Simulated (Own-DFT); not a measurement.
# Strain and stress in beta-Si3N4, 112 atoms (N64Si48)

Calculated results; nothing here was measured. The program, named Own-DFT, is a retired in-house plane-wave density functional code that no person has reviewed. Each row is one single-point run on a periodic cell that was not relaxed, without spin or spin-orbit coupling.

Settings of every run: PBE; PseudoDojo norm-conserving scalar-relativistic files; cutoff 42 hartree; 2 x 2 x 4 k mesh centred on Gamma; Fermi-Dirac smearing of 0.1 eV.

Known limits: forces on such cells moved up to 12 meV/angstrom on a denser k mesh; stress not checked against mesh or cutoff.

Unstrained cell vectors in Å: (15.212, 0.000, 0.000); (-7.606, 13.174, 0.000); (0.000, 0.000, 5.818). The unstrained cell has measured lattice constants (interpolated for alloys), not those of this functional. That, the random moves and any unrelaxed bonds set the pressure at no strain. Each run strains this cell uniformly, with the atoms carried along. Every atom was also moved at random, by a Gaussian of width 0.05 Å on each axis. Strain is the symmetric tensor, in per cent. Stress is positive in tension, and the pressure is minus a third of its trace.

| run | e_xx (%) | e_yy (%) | e_zz (%) | e_yz (%) | e_xz (%) | e_xy (%) | s_xx (GPa) | s_yy (GPa) | s_zz (GPa) | s_yz (GPa) | s_xz (GPa) | s_xy (GPa) | P (GPa) | E (meV/atom) |
|---|---|---|---|---|---|---|---|---|---|---|---|---|---|---|
| 1 | -0.66 | -1.95 | 1.88 | 0.64 | 0.53 | 0.98 | -11.56 | -15.85 | 0.67 | 3.06 | 1.37 | 3.36 | 8.91 | 4.4 |
| 2 | -0.23 | -1.23 | 1.92 | -0.63 | -1.71 | -1.46 | -11.63 | -13.10 | 1.95 | -1.43 | -6.11 | -8.78 | 7.59 | 45.8 |
| 3 | -1.53 | 0.69 | 0.67 | -1.64 | -1.03 | -1.14 | -14.51 | -4.96 | -5.79 | -6.40 | -3.32 | -5.06 | 8.42 | 27.8 |
| 4 | 0.56 | -0.43 | 1.39 | -0.46 | -0.53 | -0.99 | -4.41 | -7.80 | -2.72 | -2.75 | -1.86 | -5.04 | 4.98 | 33.5 |
| 5 | -1.44 | 1.41 | 0.93 | 1.08 | -1.98 | 0.49 | -13.62 | 0.63 | -7.45 | 3.43 | -6.90 | 1.82 | 6.81 | 57.5 |
| 6 | 1.15 | -1.89 | 1.04 | 0.77 | -0.52 | -1.59 | -2.09 | -13.91 | -9.17 | 3.72 | -2.47 | -4.32 | 8.39 | 60.7 |
| 7 | -0.38 | -1.50 | 1.94 | 1.56 | 0.29 | 1.91 | -10.29 | -12.64 | -0.95 | 6.83 | 0.84 | 9.58 | 7.96 | 32.9 |
| 8 | -1.49 | -0.81 | 0.39 | 1.26 | 1.74 | 1.38 | -16.56 | -13.08 | -11.66 | 4.08 | 8.02 | 6.51 | 13.77 | 58.7 |
| 9 | 1.28 | 0.50 | 1.65 | -0.66 | -0.55 | 1.89 | 1.81 | -0.88 | 1.14 | -3.06 | -1.87 | 7.52 | -0.69 | 0.0 |
| 10 | -0.03 | -0.92 | -1.37 | -0.26 | -0.62 | -0.54 | -10.49 | -11.71 | -21.36 | -1.92 | -2.66 | -2.32 | 14.52 | 25.3 |
| 11 | -1.67 | -1.42 | -1.90 | 1.64 | -1.25 | -0.77 | -22.69 | -18.64 | -29.20 | 7.85 | -5.95 | -4.85 | 23.51 | 91.0 |
| 12 | -1.09 | -1.91 | 1.62 | -0.40 | -0.10 | -0.75 | -13.50 | -15.96 | -3.06 | -1.86 | 0.87 | -1.34 | 10.84 | 27.7 |
| 13 | 0.91 | -1.48 | 1.97 | 0.94 | -0.43 | -0.22 | -2.83 | -14.09 | 3.76 | 2.60 | -0.19 | -0.70 | 4.38 | 7.6 |
| 14 | 0.73 | -1.42 | -0.56 | -1.26 | 1.92 | 1.77 | -7.29 | -14.86 | -15.12 | -4.65 | 4.50 | 6.87 | 12.42 | 60.7 |
| 15 | -1.89 | -0.77 | -1.07 | -1.29 | -0.63 | 0.16 | -19.83 | -19.57 | -18.53 | -3.64 | -2.93 | 0.67 | 19.31 | 66.6 |
| 16 | 1.52 | -0.88 | 0.15 | 0.59 | -0.79 | 1.57 | 1.20 | -10.48 | -11.86 | 0.12 | -3.84 | 5.85 | 7.05 | 55.8 |
| 17 | -1.51 | -0.12 | 1.31 | -1.36 | -0.93 | 0.89 | -14.74 | -7.63 | -5.09 | -5.82 | -3.74 | 3.62 | 9.15 | 41.4 |
| 18 | -0.46 | -1.91 | 1.51 | 0.83 | 1.25 | -1.51 | ? | ? | ? | ? | ? | ? | ? | ? |

E is the free energy for each atom above the lowest run shown.

## Worked fit

Each stress component was fitted by least squares to a constant and the strains of the runs shown, as fractions, with shears doubled. Shear strains stay in the fit of a normal stress only where such slopes are resolved. The slopes, in GPa:

| stress | at no strain | per e_xx | per e_yy | per e_zz | scatter |
|---|---|---|---|---|---|
| s_xx | -7.9 | 566 ± 27 | 131 ± 31 | 106 ± 25 | 1.19 |
| s_yy | -7.4 | 131 ± 38 | 542 ± 45 | 123 ± 35 | 1.69 |
| s_zz | -12.1 | 52 ± 45 | 67 ± 53 | 700 ± 42 | 2.01 |

Each shear stress against twice its own strain: yz 188 ± 12, xz 203 ± 16, xy 199 ± 19 GPa. These are stiffnesses along x, y and z of the frame in which the cell vectors are given, which need not be the crystal's axes. The atoms are held to the strained lattice; where symmetry lets them move under strain, relaxing them would lower some slopes. The table should be nearly symmetric about its diagonal, and what it lacks of that shows the noise. A ninth of its sum, 269 ± 10 GPa, estimates the bulk modulus near the mean pressure of these runs, 9.8 GPa, so it lies above the value at zero pressure.

## Withheld run

Question: what normal stresses and pressure should run 18 give?

The fit gives s_xx = -11.4, s_yy = -16.5, s_zz = -3.1 and P = 10.3 GPa. The calculation gave -12.47, -17.81, -2.85 and P = 11.04 GPa.
